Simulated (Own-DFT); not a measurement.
# One host, several defects: C11b WSi2

Calculated, not measured: single-point runs of Own-DFT, a retired in-house plane-wave DFT program that no person has reviewed, on unrelaxed cells, without spin or spin-orbit coupling.

Settings: PBE; PseudoDojo norm-conserving scalar-relativistic files; cutoff 50 hartree; 5 x 5 x 5 k mesh centred on Gamma; cold (Marzari-Vanderbilt) smearing of 0.2 eV.

Known weak points: forces on such cells failed a check on a denser k mesh; stress not checked against mesh or cutoff.

All runs share one cell, with vectors in Å (-2.148, -5.953, 3.409); (-6.444, 2.976, 1.136); (-2.553, -2.948, -6.757) and a volume of 403.2 Å³. The atoms are randomly displaced, by u rms on each axis. The defect's site can differ from row to row.

| cell | formula | u (Å) | P (GPa) |
|---|---|---|---|
| no defect | Si20W10 | 0.0187 | 4.27 |
| no defect | Si20W10 | 0.0500 | 5.91 |
| no defect | Si20W10 | 0.0519 | 6.27 |
| one Si vacancy | Si19W10 | 0.0301 | 3.19 |
| one Si vacancy | Si19W10 | 0.0332 | 3.79 |
| one Si vacancy | Si19W10 | 0.0476 | 4.03 |
| one W on a Si site | Si19W11 | 0.0283 | 9.66 |
| one W on a Si site | Si19W11 | 0.0432 | 10.52 |
| one W on a Si site | Si19W11 | 0.0462 | 11.30 |
| one W vacancy | Si20W9 | 0.0257 | 3.32 |
| one W vacancy | Si20W9 | 0.0286 | 3.22 |
| one W vacancy | Si20W9 | 0.0472 | 5.41 |
| one Si on a W site | Si21W9 | 0.0284 | ? |
| one Si on a W site | Si21W9 | 0.0334 | 6.36 |
| one Si on a W site | Si21W9 | 0.0492 | 6.98 |
| one Si on a W site | Si21W9 | 0.0556 | 7.85 |

## What the rows give

P = P0 + c u² + a shift for each defect gives P0 = 3.85 GPa, c = 883 ± 119 GPa/Å² and a scatter of 0.36 GPa. The shifts, and each times the cell's volume:

- one W on a Si site: 5.23 ± 0.29 GPa, 13.2 eV
- one Si on a W site: 1.26 ± 0.29 GPa, 3.2 eV
- one W vacancy: -0.96 ± 0.30 GPa, -2.4 eV
- one Si vacancy: -1.44 ± 0.30 GPa, -3.6 eV

A positive shift means that the defect pushes the cell outwards. Shift times volume (160.2 GPa Å³ is 1 eV) depends little on the cell's size, so, taken for each site, it can be compared between cells at like pressure. The atoms around the defects weren't relaxed, which would change these numbers.

## Test on the hidden row

Question: what pressure belongs in the blank (one Si on a W site, u = 0.0284 Å)?

Estimate: 5.83 ± 0.45 GPa. Computed: 6.11 GPa.
